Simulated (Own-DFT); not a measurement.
Hf36O71 (tetragonal hafnia with one neutral oxygen vacancy, atoms displaced) (calculated)

All values are calculated (Own-DFT development build). A calculation, not a measurement: plane-wave PBE and HSE06 DFT by an unreviewed code, no spin, of a simulated cell at Gamma alone, so results move with cell size and shape, stress positive in tension, energies less offsets, not probed for a lower state with spin; hafnium file: forces about 75 meV/angstrom off all-electron values; oxygen file: force components 24 meV/angstrom off all-electron in a glass; k mesh not checked against a denser one; forces and stress are PBE's, HSE06 gives the energy alone, and its difference from PBE has offsets of its own; offsets are fitted by least squares, one for each functional and potential file, so energies compare only between cells with the same atoms and settings and are not formation energies; the far tail of each file's local potential was reset to the Coulomb form; each entry is a single point on an unrelaxed cell, so the pressure reflects the starting lattice, taken from the Materials Project, from which strain is counted, and rises with the displacements; printed positions are rounded, which can move forces by about a meV/angstrom; the program is a retired in-house code; no spin-orbit coupling.

## Hf36O71 (tetragonal hafnia with one neutral oxygen vacancy, atoms displaced)

```
Hf36O71
1.0
     10.7800     0.0000     0.0000
      0.0000    10.7800     0.0000
      0.0000     0.0000    10.4493
Hf O Hf O Hf O Hf O Hf O Hf O Hf O Hf O Hf O Hf O Hf O Hf O Hf O Hf O Hf O Hf O Hf O Hf O
2 4 2 3 2 4 2 4 2 4 2 4 2 4 2 4 2 4 2 4 2 4 2 4 2 4 2 4 2 4 2 4 2 4 2 4
Direct
  0.00134 0.00037 0.99172
  0.16154 0.16548 0.24710
  0.00330 0.16487 0.15099
  0.17025 0.99975 0.35483
  0.99750 0.16885 0.40562
  0.15933 0.00177 0.10005
  0.99967 0.99673 0.49895
  0.15767 0.16407 0.74094
  0.99925 0.16670 0.64643
  0.16326 0.99886 0.84385
  0.16760 0.00419 0.58760
  0.99704 0.34026 0.99489
  0.16804 0.49158 0.24543
  0.99392 0.49683 0.15567
  0.17241 0.33783 0.34968
  0.00601 0.49957 0.40589
  0.16673 0.33457 0.09312
  0.00421 0.32584 0.49814
  0.17364 0.49023 0.74635
  0.99942 0.49865 0.65283
  0.16000 0.33246 0.85141
  0.99660 0.50269 0.90047
  0.16508 0.33771 0.58954
  0.00391 0.66973 0.00231
  0.16624 0.83587 0.25368
  0.00221 0.83315 0.15077
  0.16535 0.66780 0.34651
  0.99885 0.83544 0.40363
  0.16447 0.66569 0.09265
  0.99610 0.66127 0.49919
  0.16501 0.83532 0.74148
  0.99862 0.83737 0.65927
  0.16942 0.67938 0.84921
  0.99135 0.82671 0.90595
  0.16788 0.66980 0.59742
  0.33856 0.99460 0.99479
  0.51112 0.16686 0.24960
  0.33223 0.16004 0.15238
  0.50153 0.99875 0.34387
  0.33342 0.16809 0.39758
  0.49733 0.00228 0.10495
  0.32545 0.00635 0.50075
  0.50105 0.15810 0.74399
  0.32729 0.16573 0.66400
  0.49489 0.99775 0.84935
  0.33312 0.16445 0.89356
  0.49889 0.99952 0.60001
  0.33180 0.32861 0.99543
  0.49958 0.49712 0.25330
  0.32916 0.50237 0.14984
  0.50094 0.33052 0.34817
  0.33299 0.50120 0.40433
  0.50291 0.32730 0.10128
  0.33698 0.33545 0.50021
  0.50168 0.50785 0.74675
  0.33117 0.49808 0.64749
  0.49540 0.32651 0.85567
  0.33504 0.50510 0.89951
  0.49741 0.33735 0.59215
  0.33442 0.66013 0.99511
  0.49004 0.84026 0.25891
  0.34187 0.83504 0.15992
  0.50138 0.65686 0.34280
  0.33744 0.83809 0.40330
  0.50065 0.66536 0.10394
  0.34114 0.66679 0.50000
  0.49892 0.82560 0.75063
  0.33575 0.83273 0.64947
  0.49711 0.67110 0.85031
  0.33597 0.82359 0.89543
  0.50437 0.66830 0.59732
  0.66428 0.00870 0.99626
  0.83286 0.16182 0.24369
  0.67136 0.15417 0.15300
  0.83845 0.99935 0.34617
  0.66874 0.16626 0.40828
  0.83692 0.00044 0.09718
  0.65865 0.00334 0.50297
  0.82901 0.16435 0.74981
  0.66808 0.16725 0.66004
  0.83680 0.00456 0.84903
  0.66693 0.17491 0.89985
  0.83516 0.99362 0.59330
  0.66814 0.32930 0.00123
  0.83200 0.50135 0.25294
  0.66818 0.49408 0.14665
  0.83647 0.33573 0.34759
  0.67096 0.49580 0.40064
  0.83027 0.33392 0.08752
  0.66591 0.33519 0.49933
  0.82557 0.49765 0.75366
  0.66538 0.50603 0.64705
  0.83627 0.33647 0.84318
  0.67038 0.50082 0.89872
  0.83895 0.33232 0.59514
  0.67213 0.65874 0.00390
  0.84457 0.83135 0.24826
  0.66975 0.83303 0.15151
  0.82920 0.66853 0.35333
  0.66692 0.83871 0.39416
  0.83173 0.67279 0.09864
  0.66555 0.66196 0.49855
  0.83689 0.83349 0.74766
  0.67212 0.83141 0.65373
  0.83593 0.67286 0.84735
  0.67144 0.83030 0.90451
  0.83248 0.66554 0.59672
```

* first functional: PBE
* second functional: HSE06
* exact exchange share: 0.25
* screening: 0.11 1/bohr
* exchange divergence: Gygi-Baldereschi
* potential files: PseudoDojo norm-conserving, scalar-relativistic, made for PBE, standard set
* wave cutoff: 48 hartree
* occupations: fixed
* k mesh: 1 x 1 x 1 centred on Gamma
* PBE energy of cell above offsets: -97.092 eV
* HSE06 less PBE above offsets: 0.076 eV
* PBE pressure: 2.11 GPa
* PBE stress xx: -2.82 GPa
* PBE stress yy: -0.87 GPa
* PBE stress zz: -2.64 GPa
* PBE stress yz: -0.08 GPa
* PBE stress xz: -0.27 GPa
* PBE stress xy: -0.1 GPa

Force:
```tsv
element	x (eV/Å)	y (eV/Å)	z (eV/Å)
Hf	-0.4	0.14	0.479
Hf	1.767	-0.123	0.115
O	-1.24	0.553	-0.336
O	-0.313	0.279	-0.881
O	0.611	-1.375	-1.201
O	1.316	-0.455	-0.543
Hf	-1.317	0.508	-0.627
Hf	0.501	0.224	2.13
O	-0.669	-0.198	0.623
O	-0.467	0.147	-0.133
O	-1.015	-0.152	1.971
Hf	0.389	-0.613	-0.106
Hf	-0.823	1.71	0.483
O	0.709	-0.143	-0.277
O	-0.353	-1.486	-0.628
O	-0.456	-0.189	-0.459
O	-0.398	0.118	0.454
Hf	-1.408	2.217	-0.021
Hf	-2.582	2.122	0.19
O	0.341	0.284	0.646
O	0.232	-0.443	-0.869
O	0.26	0.152	0.461
O	1.282	-0.349	1.608
Hf	-0.819	-0.504	-0.758
Hf	0.39	-0.712	-0.506
O	0.898	-0.309	0.198
O	0.308	0.015	-0.521
O	0.294	-0.797	-0.189
O	1.098	0.022	0.643
Hf	1.007	-0.447	0.397
Hf	0.989	-1.66	1.05
O	0.83	0.267	-1.422
O	-0.34	-1.922	-0.656
O	0.389	2.073	-0.336
O	0.16	0.099	-0.485
Hf	-0.676	0.665	0.77
Hf	-2.665	-0.496	-0.259
O	0.025	0.612	-0.086
O	0.219	2.305	1.604
O	0.167	0.09	1.254
O	0.591	0.194	-1.487
Hf	1.711	-0.174	-1.19
Hf	-1.607	1.076	1.825
O	1.145	0.087	-2.154
O	0.629	-0.011	0.094
O	-0.189	-0.366	1.564
O	-0.411	0.69	0.091
Hf	1.002	-0.818	0.208
Hf	-0.256	0.239	-1.912
O	1.126	-0.543	0.12
O	0.249	0.247	0.36
O	0.434	-0.284	-0.252
O	-0.367	-0.202	-0.056
Hf	-1.168	-0.334	-1.309
Hf	-0.395	-1.438	1.115
O	1.462	0.248	0.294
O	0.176	1.358	-1.661
O	-0.247	-2.01	-0.931
O	1.117	-0.284	1.092
Hf	-0.042	1.392	1.688
Hf	3.969	-2.062	-1.269
O	-3.354	0.207	-1.617
O	-0.11	1.51	1.764
O	0.113	-0.73	0.41
O	-0.006	-0.727	-1.292
Hf	-2.24	0.563	-0.578
Hf	0.807	1.425	0.048
O	-0.151	0.143	-0.112
O	0.465	-1.983	-0.454
O	0.279	2.057	0.866
O	-0.759	-0.293	0.766
Hf	0.645	-3.25	1.244
Hf	1.79	-0.321	1.168
O	-0.38	0.716	-0.726
O	0.222	0.726	-0.362
O	-0.289	0.459	-0.663
O	-0.079	0.482	-0.663
Hf	1.647	-2.372	-0.977
Hf	1.823	0.758	0.09
O	-0.738	-0.092	-1.398
O	-0.044	-0.031	-0.291
O	0.119	-1.72	-0.297
O	-0.806	0.781	0.399
Hf	-1.3	1.941	-0.325
Hf	-0.024	0.054	0.004
O	-0.08	0.263	0.746
O	-0.362	-0.725	-0.863
O	-0.422	0.272	-0.087
O	0.685	-0.654	0.958
Hf	1.31	-0.2	0.014
Hf	2.234	1.775	-0.743
O	-0.482	-0.596	0.171
O	0.127	-1.398	0.351
O	-0.449	-0.99	-0.595
O	-1.689	0.013	0.098
Hf	-0.855	2.787	0.775
Hf	-3.192	0.54	-0.221
O	-0.285	0.394	0.525
O	0.466	-0.714	-0.404
O	-0.483	-0.549	2.096
O	1.025	-0.785	0.484
Hf	1.726	1.95	-1.017
Hf	-1.334	-0.301	1.261
O	-1.479	0.141	-0.248
O	-0.597	-1.858	-0.319
O	-0.58	1.043	-0.031
O	-0.085	0.044	0.033
```
